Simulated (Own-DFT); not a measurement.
## Calculated data, Si2SnGe13 (diamond-structure random alloy, atoms displaced)

Computed with Own-DFT development build. A calculation, not a measurement: plane-wave density functional theory by an unreviewed code, no spin, of a simulated periodic cell, stress positive in tension, run twice, with PBE and with PBEsol, both on files made for PBE, so the change isn't that of files made for PBEsol, forces on such cells moved up to 12 meV/angstrom on a denser k mesh; the far tail of each file's local potential was reset to the Coulomb form; each entry is a single point on an unrelaxed cell, so the pressure reflects the starting lattice, mostly measured values (interpolated for alloys), from which strain is counted, and rises with the displacements; printed positions are rounded, which can move forces by about a meV/angstrom; the program, named Own-DFT, is a retired in-house code; no spin-orbit coupling; stress was not checked against mesh or cutoff.

Settings shared by all entries: functional PBE, then PBEsol; potential files PseudoDojo norm-conserving, scalar-relativistic, standard set; wave cutoff 49 hartree; occupations Fermi-Dirac; smearing width 0.1 eV; k mesh 3 x 3 x 3 centred on Gamma.

(1) 
```cif
# cell vector a (Å): 11.3631 0.0000 0.0000
# cell vector b (Å): 0.0000 11.3631 0.0000
# cell vector c (Å): 0.0000 0.0000 11.3631
data_Si2SnGe13
_symmetry_space_group_name_H-M 'P 1'
_symmetry_Int_Tables_number 1
_cell_length_a 11.3631
_cell_length_b 11.3631
_cell_length_c 11.3631
_cell_angle_alpha 90.000
_cell_angle_beta 90.000
_cell_angle_gamma 90.000
_cell_volume 1467.20
loop_
_atom_site_label
_atom_site_type_symbol
_atom_site_fract_x
_atom_site_fract_y
_atom_site_fract_z
_atom_site_occupancy
Ge1 Ge 0.00128 0.99853 0.00122 1
Ge2 Ge 0.00088 0.25453 0.25325 1
Sn1 Sn 0.25015 0.00254 0.24744 1
Ge3 Ge 0.24270 0.24736 0.99561 1
Ge4 Ge 0.12108 0.12387 0.12730 1
Si1 Si 0.12689 0.37496 0.37716 1
Ge5 Ge 0.37453 0.12805 0.37430 1
Ge6 Ge 0.37289 0.37549 0.12465 1
Ge7 Ge 0.00671 0.99998 0.50174 1
Ge8 Ge 0.99873 0.24424 0.75376 1
Ge9 Ge 0.25444 0.00065 0.74652 1
Ge10 Ge 0.25418 0.24820 0.49925 1
Sn2 Sn 0.12823 0.12611 0.62429 1
Ge11 Ge 0.12592 0.37528 0.87335 1
Ge12 Ge 0.37228 0.12787 0.87301 1
Ge13 Ge 0.37747 0.37756 0.62255 1
Ge14 Ge 0.00444 0.49650 0.00606 1
Ge15 Ge 0.00411 0.74839 0.24917 1
Ge16 Ge 0.25167 0.50216 0.25489 1
Ge17 Ge 0.25278 0.74799 0.00109 1
Sn3 Sn 0.12124 0.62463 0.12409 1
Ge18 Ge 0.12527 0.87384 0.37380 1
Ge19 Ge 0.37971 0.62162 0.37195 1
Ge20 Ge 0.37299 0.87356 0.12695 1
Ge21 Ge 0.99732 0.49577 0.50118 1
Ge22 Ge 0.99938 0.75207 0.74679 1
Ge23 Ge 0.25081 0.49764 0.74951 1
Ge24 Ge 0.24815 0.74967 0.50107 1
Si2 Si 0.12872 0.62337 0.62613 1
Si3 Si 0.12173 0.87298 0.87111 1
Si4 Si 0.37152 0.62119 0.87072 1
Ge25 Ge 0.37232 0.87197 0.62358 1
Sn4 Sn 0.49750 0.99780 0.00086 1
Ge26 Ge 0.49774 0.24605 0.24705 1
Ge27 Ge 0.75035 0.00572 0.25028 1
Ge28 Ge 0.75273 0.24445 0.99827 1
Si5 Si 0.62313 0.11928 0.12683 1
Ge29 Ge 0.61982 0.37890 0.37247 1
Ge30 Ge 0.87302 0.12842 0.37580 1
Si6 Si 0.87597 0.37437 0.12606 1
Si7 Si 0.49798 0.99866 0.50448 1
Ge31 Ge 0.50184 0.24408 0.74865 1
Ge32 Ge 0.75261 0.99536 0.75243 1
Ge33 Ge 0.74876 0.24913 0.50090 1
Ge34 Ge 0.62639 0.12385 0.62552 1
Ge35 Ge 0.62185 0.37565 0.87341 1
Ge36 Ge 0.87296 0.12722 0.87600 1
Ge37 Ge 0.87468 0.37899 0.62260 1
Ge38 Ge 0.50204 0.50338 0.00163 1
Ge39 Ge 0.50142 0.74470 0.24630 1
Ge40 Ge 0.74777 0.50178 0.25449 1
Ge41 Ge 0.74783 0.75171 0.00043 1
Ge42 Ge 0.62679 0.62347 0.12248 1
Ge43 Ge 0.62337 0.87483 0.37480 1
Si8 Si 0.87425 0.62228 0.37749 1
Ge44 Ge 0.87957 0.87630 0.12865 1
Ge45 Ge 0.49481 0.50125 0.49864 1
Ge46 Ge 0.50403 0.75008 0.75200 1
Ge47 Ge 0.75096 0.49757 0.75284 1
Ge48 Ge 0.74834 0.74827 0.49963 1
Ge49 Ge 0.62754 0.62545 0.62915 1
Ge50 Ge 0.63173 0.87293 0.87595 1
Ge51 Ge 0.87579 0.61976 0.87587 1
Ge52 Ge 0.87550 0.87620 0.62824 1
_calc_PBE_pressure 4.22  # GPa
_calc_PBE_stress_xx -4.21  # GPa
_calc_PBE_stress_yy -4.21  # GPa
_calc_PBE_stress_zz -4.24  # GPa
_calc_PBE_stress_yz -0.29  # GPa
_calc_PBE_stress_xz 0.26  # GPa
_calc_PBE_stress_xy -0.27  # GPa
_calc_PBEsol_pressure 1.38  # GPa
_calc_PBEsol_stress_xx -1.37  # GPa
_calc_PBEsol_stress_yy -1.37  # GPa
_calc_PBEsol_stress_zz -1.39  # GPa
_calc_PBEsol_stress_yz -0.28  # GPa
_calc_PBEsol_stress_xz 0.24  # GPa
_calc_PBEsol_stress_xy -0.25  # GPa
_calc_rms_change_of_force_components_from_PBE_to_PBEsol 0.036  # eV/angstrom
```

Force:
```csv
force element,PBE force x (eV/Å),PBE force y (eV/Å),PBE force z (eV/Å),PBEsol force x (eV/Å),PBEsol force y (eV/Å),PBEsol force z (eV/Å)
Ge,0.029,-0.106,-0.666,-0.003,-0.07,-0.602
Ge,-0.123,0.23,-0.137,-0.119,0.155,-0.135
Sn,-0.028,-0.272,0.64,-0.03,-0.266,0.622
Ge,0.462,0.281,0.587,0.447,0.276,0.562
Ge,-1.004,1.3,-1.163,-0.974,1.257,-1.136
Si,0.192,0.025,0.088,0.188,0.021,0.088
Ge,1.426,-0.019,1.204,1.351,0.019,1.139
Ge,-0.126,-0.235,-0.233,-0.114,-0.226,-0.217
Ge,-1.859,-1.046,-1.254,-1.799,-1.017,-1.214
Ge,-0.772,1.691,0.189,-0.746,1.639,0.19
Ge,0.164,-1.407,1.485,0.186,-1.335,1.41
Ge,0.365,1.763,-0.981,0.385,1.678,-0.928
Sn,-0.025,0.241,0.347,-0.017,0.224,0.334
Ge,-0.522,-0.105,0.001,-0.5,-0.114,0.012
Ge,-0.494,0.32,-0.449,-0.483,0.306,-0.447
Ge,-0.086,-0.662,0.323,-0.087,-0.644,0.304
Ge,-1.921,-1.556,-1.639,-1.828,-1.474,-1.623
Ge,-1.95,0.826,1.867,-1.858,0.835,1.777
Ge,0.086,-1.264,0.435,0.121,-1.194,0.393
Ge,0.359,0.816,-1.747,0.342,0.795,-1.626
Sn,1.459,-0.009,0.302,1.424,-0.001,0.295
Ge,-0.691,-0.671,0.868,-0.67,-0.648,0.843
Ge,-0.558,0.834,0.423,-0.538,0.798,0.403
Ge,0.309,-2.017,-0.133,0.299,-1.961,-0.137
Ge,0.98,0.854,-0.465,0.911,0.788,-0.412
Ge,0.478,-0.82,0.346,0.399,-0.787,0.33
Ge,-0.074,0.381,-0.227,-0.073,0.3,-0.221
Ge,0.07,-0.692,-0.314,0.101,-0.629,-0.33
Si,-0.562,0.029,-0.15,-0.552,0.028,-0.149
Si,0.784,0.281,0.353,0.764,0.279,0.346
Si,0.669,0.512,0.508,0.658,0.501,0.502
Ge,0.786,0.18,0.128,0.725,0.156,0.152
Sn,0.373,0.186,-0.477,0.321,0.136,-0.498
Ge,0.563,0.342,-0.211,0.502,0.366,-0.165
Ge,-0.138,-0.498,-0.022,-0.095,-0.517,0.015
Ge,-0.865,0.855,1.096,-0.826,0.818,0.994
Si,1.021,1.392,0.488,1.001,1.364,0.481
Ge,0.021,-0.762,0.3,0.016,-0.73,0.29
Ge,0.569,-0.318,0.235,0.547,-0.307,0.225
Si,-0.357,-0.053,0.077,-0.346,-0.054,0.071
Si,0.035,0.121,-0.503,0.032,0.118,-0.493
Ge,-0.279,0.811,-0.039,-0.267,0.79,-0.033
Ge,-0.112,0.684,-0.162,-0.102,0.659,-0.153
Ge,-0.206,0.633,-0.181,-0.189,0.61,-0.172
Ge,-0.054,-0.755,-0.19,-0.027,-0.693,-0.15
Ge,0.247,-0.458,0.363,0.245,-0.441,0.345
Ge,0.378,-1.015,0.017,0.364,-0.979,0.018
Ge,-0.231,-1.045,0.769,-0.228,-1.009,0.74
Ge,-0.83,-0.267,-0.625,-0.768,-0.287,-0.576
Ge,0.021,0.489,0.186,0.019,0.468,0.181
Ge,0.794,-0.191,-0.547,0.7,-0.188,-0.533
Ge,1.058,-0.439,0.285,1.015,-0.429,0.271
Ge,0.237,0.208,0.242,0.216,0.205,0.236
Ge,-0.2,0.328,0.11,-0.162,0.285,0.08
Si,0.238,0.434,-0.165,0.229,0.424,-0.159
Ge,-0.641,-0.094,-0.099,-0.614,-0.083,-0.102
Ge,1.02,0.212,0.446,0.982,0.199,0.423
Ge,-0.689,-0.274,0.097,-0.629,-0.247,0.061
Ge,-0.102,0.06,-0.263,-0.099,0.061,-0.256
Ge,0.486,0.041,-0.026,0.435,0.066,0.01
Ge,-0.293,-0.367,-0.417,-0.284,-0.342,-0.402
Ge,-0.183,-0.352,-0.67,-0.173,-0.346,-0.654
Ge,0.255,0.497,0.312,0.237,0.483,0.298
Ge,0.039,-0.09,-0.961,0.038,-0.088,-0.917
```

(2) 
```cif
# cell vector a (Å): 11.3631 0.0000 0.0000
# cell vector b (Å): 0.0000 11.3631 0.0000
# cell vector c (Å): 0.0000 0.0000 11.3631
data_Si2SnGe13
_symmetry_space_group_name_H-M 'P 1'
_symmetry_Int_Tables_number 1
_cell_length_a 11.3631
_cell_length_b 11.3631
_cell_length_c 11.3631
_cell_angle_alpha 90.000
_cell_angle_beta 90.000
_cell_angle_gamma 90.000
_cell_volume 1467.20
loop_
_atom_site_label
_atom_site_type_symbol
_atom_site_fract_x
_atom_site_fract_y
_atom_site_fract_z
_atom_site_occupancy
Ge1 Ge 0.99907 0.99943 0.99842 1
Ge2 Ge 0.99859 0.24824 0.25150 1
Ge3 Ge 0.25124 0.00171 0.25352 1
Si1 Si 0.25409 0.25202 0.99606 1
Ge4 Ge 0.12342 0.12491 0.12915 1
Ge5 Ge 0.12377 0.36946 0.37649 1
Ge6 Ge 0.37568 0.12848 0.37352 1
Ge7 Ge 0.37034 0.37254 0.12044 1
Ge8 Ge 0.99772 0.99798 0.50029 1
Ge9 Ge 0.00708 0.25345 0.74371 1
Si2 Si 0.24963 0.00213 0.74796 1
Ge10 Ge 0.24996 0.24598 0.49951 1
Ge11 Ge 0.12377 0.12149 0.62552 1
Ge12 Ge 0.12069 0.37499 0.87630 1
Ge13 Ge 0.37605 0.12976 0.87469 1
Ge14 Ge 0.37225 0.37588 0.62214 1
Si3 Si 0.99724 0.50116 0.99925 1
Ge15 Ge 0.99685 0.75156 0.24903 1
Ge16 Ge 0.24933 0.49853 0.24705 1
Ge17 Ge 0.24956 0.74959 0.99810 1
Ge18 Ge 0.12309 0.62487 0.12683 1
Ge19 Ge 0.12385 0.87795 0.37170 1
Ge20 Ge 0.37340 0.62507 0.37380 1
Ge21 Ge 0.37591 0.87400 0.11908 1
Ge22 Ge 0.99978 0.49767 0.49296 1
Ge23 Ge 0.00063 0.75076 0.75303 1
Ge24 Ge 0.24874 0.50277 0.75187 1
Ge25 Ge 0.24812 0.75347 0.49789 1
Sn1 Sn 0.12147 0.62684 0.62496 1
Ge26 Ge 0.12362 0.87567 0.87737 1
Ge27 Ge 0.37383 0.62852 0.87673 1
Ge28 Ge 0.37634 0.87796 0.62542 1
Sn2 Sn 0.50194 0.99630 0.99400 1
Ge29 Ge 0.49919 0.24763 0.25050 1
Ge30 Ge 0.75098 0.99990 0.24983 1
Ge31 Ge 0.74975 0.25179 0.00018 1
Ge32 Ge 0.62222 0.12369 0.12594 1
Ge33 Ge 0.62466 0.37633 0.37841 1
Ge34 Ge 0.87693 0.12550 0.37655 1
Sn3 Sn 0.87664 0.37671 0.12510 1
Ge35 Ge 0.50065 0.99688 0.50193 1
Ge36 Ge 0.50081 0.24936 0.75596 1
Ge37 Ge 0.75214 0.00178 0.74994 1
Ge38 Ge 0.74945 0.24649 0.49714 1
Ge39 Ge 0.62291 0.12362 0.62211 1
Ge40 Ge 0.61893 0.37627 0.87760 1
Si4 Si 0.87042 0.12576 0.87296 1
Ge41 Ge 0.87366 0.37181 0.61929 1
Ge42 Ge 0.50187 0.49999 0.99970 1
Ge43 Ge 0.50602 0.74863 0.25164 1
Ge44 Ge 0.74722 0.50105 0.24467 1
Ge45 Ge 0.75303 0.75065 0.00022 1
Ge46 Ge 0.62718 0.62725 0.12688 1
Ge47 Ge 0.62519 0.87686 0.37909 1
Ge48 Ge 0.87377 0.62793 0.37131 1
Si5 Si 0.87688 0.87789 0.12204 1
Sn4 Sn 0.49890 0.49925 0.49551 1
Ge49 Ge 0.49878 0.75192 0.75129 1
Si6 Si 0.74952 0.50138 0.74788 1
Si7 Si 0.74858 0.74922 0.50013 1
Ge50 Ge 0.62596 0.62780 0.63024 1
Ge51 Ge 0.62492 0.87386 0.87528 1
Ge52 Ge 0.87684 0.62519 0.87532 1
Si8 Si 0.88042 0.87515 0.62681 1
_calc_PBE_pressure 4.14  # GPa
_calc_PBE_stress_xx -4.13  # GPa
_calc_PBE_stress_yy -4.2  # GPa
_calc_PBE_stress_zz -4.1  # GPa
_calc_PBE_stress_yz -0.36  # GPa
_calc_PBE_stress_xz 0.47  # GPa
_calc_PBE_stress_xy 0.42  # GPa
_calc_PBEsol_pressure 1.31  # GPa
_calc_PBEsol_stress_xx -1.29  # GPa
_calc_PBEsol_stress_yy -1.36  # GPa
_calc_PBEsol_stress_zz -1.27  # GPa
_calc_PBEsol_stress_yz -0.33  # GPa
_calc_PBEsol_stress_xz 0.45  # GPa
_calc_PBEsol_stress_xy 0.4  # GPa
_calc_rms_change_of_force_components_from_PBE_to_PBEsol 0.035  # eV/angstrom
```

Force:
```csv
force element,PBE force x (eV/Å),PBE force y (eV/Å),PBE force z (eV/Å),PBEsol force x (eV/Å),PBEsol force y (eV/Å),PBEsol force z (eV/Å)
Ge,-0.469,0.631,0.084,-0.39,0.603,0.081
Ge,0.884,-0.648,0.722,0.863,-0.634,0.708
Ge,0.18,-0.231,-0.681,0.162,-0.219,-0.657
Si,-1.108,-0.365,0.259,-1.079,-0.355,0.253
Ge,0.626,0.203,-0.832,0.578,0.171,-0.77
Ge,0.394,0.251,-0.401,0.374,0.244,-0.387
Ge,0.165,-0.653,0.454,0.153,-0.629,0.437
Ge,0.548,0.091,0.197,0.565,0.131,0.232
Ge,0.072,-0.119,0.203,0.109,-0.073,0.16
Ge,-1.218,-0.554,0.671,-1.152,-0.512,0.618
Si,0.066,-0.088,0.479,0.067,-0.089,0.465
Ge,-0.148,0.129,0.34,-0.143,0.13,0.323
Ge,0.441,-0.231,-0.215,0.394,-0.179,-0.247
Ge,0.637,0.316,0.442,0.621,0.306,0.355
Ge,-1.499,0.059,-0.792,-1.377,0.058,-0.779
Ge,-0.629,-1.052,1.466,-0.614,-1.019,1.419
Si,1.264,0.946,-0.777,1.243,0.935,-0.766
Ge,0.03,0.437,-0.409,0.062,0.385,-0.363
Ge,-0.2,-0.154,0.341,-0.192,-0.146,0.328
Ge,-0.369,-0.003,0.486,-0.349,0.001,0.468
Ge,-0.197,-0.147,-0.601,-0.158,-0.117,-0.551
Ge,-0.045,-0.167,0.201,-0.038,-0.159,0.201
Ge,-0.919,1.151,-1.139,-0.887,1.112,-1.104
Ge,-0.893,-0.916,1.765,-0.866,-0.892,1.702
Ge,-0.956,-0.4,-0.351,-0.927,-0.397,-0.343
Ge,-1.148,1.221,0.579,-1.08,1.152,0.598
Ge,0.789,-1.085,0.721,0.764,-1.052,0.694
Ge,0.856,0.704,-0.671,0.83,0.681,-0.653
Sn,0.165,-0.364,-0.473,0.166,-0.353,-0.453
Ge,0.576,0.349,-0.571,0.527,0.301,-0.521
Ge,0.299,-0.508,-0.181,0.285,-0.487,-0.177
Ge,-0.605,-0.123,0.234,-0.548,-0.149,0.192
Sn,-0.478,0.974,0.588,-0.463,0.945,0.575
Ge,0.175,0.698,-0.252,0.167,0.665,-0.242
Ge,0.247,-0.144,-0.142,0.205,-0.105,-0.106
Ge,-0.86,-1.217,-1.001,-0.87,-1.151,-0.936
Ge,1.035,0.75,0.549,1.005,0.731,0.537
Ge,1.322,-1.349,-1.819,1.28,-1.31,-1.766
Ge,-0.248,-0.388,-0.203,-0.245,-0.371,-0.196
Sn,0.172,-0.074,-0.202,0.11,-0.115,-0.149
Ge,-0.36,0.639,-0.378,-0.343,0.618,-0.362
Ge,-0.19,0.352,-1.278,-0.189,0.338,-1.227
Ge,0.178,-0.389,-0.344,0.109,-0.381,-0.337
Ge,-0.188,0.115,0.156,-0.174,0.115,0.151
Ge,0.188,0.175,0.561,0.183,0.165,0.542
Ge,1.253,0.213,-0.599,1.178,0.177,-0.545
Si,0.721,0.382,-0.002,0.7,0.373,0
Ge,-0.164,0.62,0.449,-0.124,0.569,0.399
Ge,-0.565,0.538,0.481,-0.547,0.513,0.461
Ge,-0.834,0.41,-0.103,-0.806,0.392,-0.105
Ge,-0.65,0.676,1.605,-0.627,0.664,1.555
Ge,0.089,0.2,0.211,0.053,0.16,0.172
Ge,-0.187,-0.062,-0.592,-0.177,-0.065,-0.566
Ge,0.542,-0.444,-0.16,0.488,-0.398,-0.188
Ge,-0.564,-0.2,0.4,-0.51,-0.228,0.35
Si,-0.257,-0.191,0.257,-0.252,-0.187,0.253
Sn,0.08,0.793,1.228,0.071,0.763,1.191
Ge,0.033,-0.019,-0.001,0.035,-0.018,0.001
Si,0.163,-0.406,0.356,0.158,-0.396,0.347
Si,0.63,0.417,0.575,0.583,0.376,0.528
Ge,0.739,0.377,-0.003,0.648,0.371,-0.003
Ge,1.732,-1.235,-1.517,1.669,-1.198,-1.471
Ge,-0.368,-0.515,-0.161,-0.358,-0.43,-0.156
Si,-0.971,-0.372,-0.208,-0.917,-0.332,-0.171
```

(3) 
```cif
# cell vector a (Å): 11.3631 0.0000 0.0000
# cell vector b (Å): 0.0000 11.3631 0.0000
# cell vector c (Å): 0.0000 0.0000 11.3631
data_Si2SnGe13
_symmetry_space_group_name_H-M 'P 1'
_symmetry_Int_Tables_number 1
_cell_length_a 11.3631
_cell_length_b 11.3631
_cell_length_c 11.3631
_cell_angle_alpha 90.000
_cell_angle_beta 90.000
_cell_angle_gamma 90.000
_cell_volume 1467.20
loop_
_atom_site_label
_atom_site_type_symbol
_atom_site_fract_x
_atom_site_fract_y
_atom_site_fract_z
_atom_site_occupancy
Ge1 Ge 0.00209 0.00142 0.00063 1
Ge2 Ge 0.99858 0.24976 0.24656 1
Ge3 Ge 0.24976 0.00094 0.25092 1
Ge4 Ge 0.25283 0.24647 0.00070 1
Ge5 Ge 0.12153 0.12325 0.12208 1
Ge6 Ge 0.12642 0.38190 0.37647 1
Ge7 Ge 0.37510 0.12636 0.37534 1
Ge8 Ge 0.37805 0.37681 0.12083 1
Ge9 Ge 0.00504 0.00363 0.50196 1
Ge10 Ge 0.00145 0.25077 0.74550 1
Ge11 Ge 0.24780 0.99450 0.74534 1
Ge12 Ge 0.24668 0.25141 0.49842 1
Ge13 Ge 0.12257 0.12740 0.62822 1
Ge14 Ge 0.12683 0.37917 0.87347 1
Ge15 Ge 0.37056 0.12711 0.87386 1
Ge16 Ge 0.37720 0.37844 0.62325 1
Ge17 Ge 0.00068 0.50048 0.00076 1
Ge18 Ge 0.00199 0.74624 0.24765 1
Ge19 Ge 0.24989 0.50212 0.25114 1
Ge20 Ge 0.24991 0.74982 0.99979 1
Ge21 Ge 0.12407 0.62481 0.12420 1
Si1 Si 0.11846 0.87407 0.37486 1
Si2 Si 0.37032 0.62128 0.37910 1
Ge22 Ge 0.36821 0.87572 0.12842 1
Si3 Si 0.99831 0.50285 0.50143 1
Ge23 Ge 0.00241 0.75021 0.75322 1
Ge24 Ge 0.25184 0.49839 0.75481 1
Ge25 Ge 0.25238 0.74880 0.50327 1
Ge26 Ge 0.12814 0.62576 0.61589 1
Ge27 Ge 0.12532 0.87538 0.87308 1
Ge28 Ge 0.37665 0.63015 0.87469 1
Si4 Si 0.37360 0.87102 0.62332 1
Ge29 Ge 0.49846 0.99828 0.00106 1
Ge30 Ge 0.50565 0.25380 0.24781 1
Si5 Si 0.74748 0.00021 0.24964 1
Ge31 Ge 0.74804 0.24950 0.00120 1
Si6 Si 0.62423 0.12050 0.12500 1
Sn1 Sn 0.62935 0.37442 0.37435 1
Ge32 Ge 0.87601 0.12607 0.37466 1
Ge33 Ge 0.87483 0.37499 0.11960 1
Ge34 Ge 0.49726 0.00051 0.50308 1
Ge35 Ge 0.49546 0.24996 0.74900 1
Si7 Si 0.75383 0.99732 0.74766 1
Ge36 Ge 0.75149 0.24772 0.50041 1
Ge37 Ge 0.61818 0.12718 0.62357 1
Sn2 Sn 0.62836 0.37389 0.87545 1
Ge38 Ge 0.86893 0.12330 0.87229 1
Ge39 Ge 0.87646 0.37330 0.62635 1
Ge40 Ge 0.50054 0.50044 0.00098 1
Ge41 Ge 0.50479 0.75317 0.24942 1
Si8 Si 0.75108 0.50225 0.25201 1
Ge42 Ge 0.74900 0.74528 0.00282 1
Ge43 Ge 0.62647 0.62102 0.13132 1
Ge44 Ge 0.62846 0.87401 0.37618 1
Ge45 Ge 0.87353 0.62339 0.37609 1
Ge46 Ge 0.87400 0.87091 0.12322 1
Sn3 Sn 0.49969 0.49428 0.50190 1
Ge47 Ge 0.50286 0.74746 0.74914 1
Ge48 Ge 0.75183 0.50122 0.74921 1
Ge49 Ge 0.74836 0.75180 0.50169 1
Ge50 Ge 0.62273 0.62458 0.62640 1
Ge51 Ge 0.62450 0.87336 0.87372 1
Sn4 Sn 0.87836 0.62639 0.87207 1
Ge52 Ge 0.87327 0.87495 0.62646 1
_calc_PBE_pressure 4.28  # GPa
_calc_PBE_stress_xx -4.3  # GPa
_calc_PBE_stress_yy -4.24  # GPa
_calc_PBE_stress_zz -4.29  # GPa
_calc_PBE_stress_yz -0.25  # GPa
_calc_PBE_stress_xz 0.3  # GPa
_calc_PBE_stress_xy -0.34  # GPa
_calc_PBEsol_pressure 1.44  # GPa
_calc_PBEsol_stress_xx -1.46  # GPa
_calc_PBEsol_stress_yy -1.41  # GPa
_calc_PBEsol_stress_zz -1.45  # GPa
_calc_PBEsol_stress_yz -0.23  # GPa
_calc_PBEsol_stress_xz 0.29  # GPa
_calc_PBEsol_stress_xy -0.32  # GPa
_calc_rms_change_of_force_components_from_PBE_to_PBEsol 0.037  # eV/angstrom
```

Force:
```csv
force element,PBE force x (eV/Å),PBE force y (eV/Å),PBE force z (eV/Å),PBEsol force x (eV/Å),PBEsol force y (eV/Å),PBEsol force z (eV/Å)
Ge,-0.742,-0.44,-0.584,-0.711,-0.428,-0.564
Ge,0.232,0.475,0.36,0.22,0.453,0.345
Ge,-0.819,-0.112,0.526,-0.759,-0.085,0.473
Ge,-0.661,0.645,-0.006,-0.633,0.623,-0.016
Ge,0.606,0.301,0.503,0.585,0.288,0.483
Ge,-0.838,-0.367,-0.073,-0.77,-0.385,-0.103
Ge,0.111,0.212,-0.223,0.103,0.203,-0.214
Ge,-0.44,-0.215,0.598,-0.417,-0.206,0.576
Ge,-0.63,-0.611,-0.393,-0.641,-0.551,-0.346
Ge,-0.355,0.107,1.147,-0.345,0.105,1.1
Ge,0.509,0.317,0.09,0.452,0.343,0.129
Ge,0.269,0.071,0.321,0.266,0.073,0.31
Ge,0.751,-0.229,-0.461,0.716,-0.224,-0.452
Ge,-0.195,-0.867,0.528,-0.184,-0.83,0.506
Ge,0.405,-0.877,-0.285,0.392,-0.841,-0.272
Ge,-2.116,-1.911,1.744,-2.048,-1.859,1.701
Ge,0.82,-0.877,0.54,0.798,-0.851,0.521
Ge,-0.357,0.495,0.588,-0.377,0.446,0.53
Ge,0.411,0.078,-0.236,0.359,0.042,-0.256
Ge,-0.174,0.143,-0.026,-0.168,0.14,-0.025
Ge,0.42,-0.198,-0.042,0.398,-0.193,-0.039
Si,0.867,-0.002,0.114,0.847,0,0.11
Si,0.047,1.315,-1.108,0.038,1.286,-1.086
Ge,0.764,-0.207,-0.249,0.741,-0.192,-0.247
Si,-0.031,-0.351,-0.174,-0.028,-0.342,-0.17
Ge,1.217,1.037,-1.961,1.179,1.012,-1.895
Ge,0.121,0.667,-0.864,0.121,0.641,-0.836
Ge,-0.064,0.665,-1.269,-0.108,0.599,-1.193
Ge,-0.578,-0.511,1.28,-0.519,-0.454,1.271
Ge,0.022,0.058,0.401,0.017,0.056,0.383
Ge,-0.028,-0.499,0.238,-0.027,-0.49,0.229
Si,0.42,0.211,0.302,0.409,0.205,0.295
Ge,-0.072,0.243,-0.077,-0.103,0.202,-0.107
Ge,-1.213,-1.696,-1.257,-1.206,-1.61,-1.188
Si,0.327,0.047,-0.144,0.362,0.004,-0.096
Ge,0.775,-1.653,1.219,0.79,-1.563,1.145
Si,0.179,0.106,0.19,0.131,0.148,0.143
Sn,1.604,-0.73,-1.2,1.511,-0.762,-1.123
Ge,-0.186,-0.575,-0.288,-0.152,-0.519,-0.245
Ge,-0.243,0.287,0.837,-0.207,0.249,0.778
Ge,-0.147,-0.619,-0.324,-0.108,-0.556,-0.343
Ge,-0.576,-0.469,-0.468,-0.56,-0.454,-0.462
Si,-1.065,0.291,0.02,-1.04,0.282,0.021
Ge,0.838,-0.859,0.979,0.813,-0.829,0.947
Ge,0.97,-0.538,0.608,0.908,-0.494,0.557
Sn,-0.759,0.142,-0.49,-0.738,0.142,-0.473
Ge,0.609,0.038,0.016,0.625,0.074,0.053
Ge,0.013,0.518,-0.625,-0.019,0.468,-0.573
Ge,-0.543,1.146,0.43,-0.528,1.105,0.425
Ge,-1.042,-0.618,0.55,-0.976,-0.578,0.513
Si,1.225,0.362,-1.105,1.201,0.363,-1.086
Ge,-0.99,0.834,0.447,-0.953,0.812,0.435
Ge,-0.045,0.11,-0.214,-0.077,0.149,-0.248
Ge,-0.274,0.768,-0.141,-0.296,0.704,-0.107
Ge,0.19,-0.003,0.011,0.182,0.058,0.008
Ge,-0.115,0.688,0.459,-0.083,0.628,0.412
Sn,-0.801,2.468,0.014,-0.744,2.358,0.067
Ge,-0.529,0.756,-0.178,-0.479,0.695,-0.137
Ge,-0.068,-0.133,-1.723,-0.066,-0.132,-1.671
Ge,0.215,-0.392,0.093,0.204,-0.378,0.089
Ge,1.147,0.633,0.411,1.116,0.614,0.409
Ge,0.477,0.36,0.08,0.429,0.309,0.107
Sn,-0.429,-0.24,0.607,-0.418,-0.235,0.592
Ge,0.564,0.203,-0.06,0.575,0.161,-0.089
```
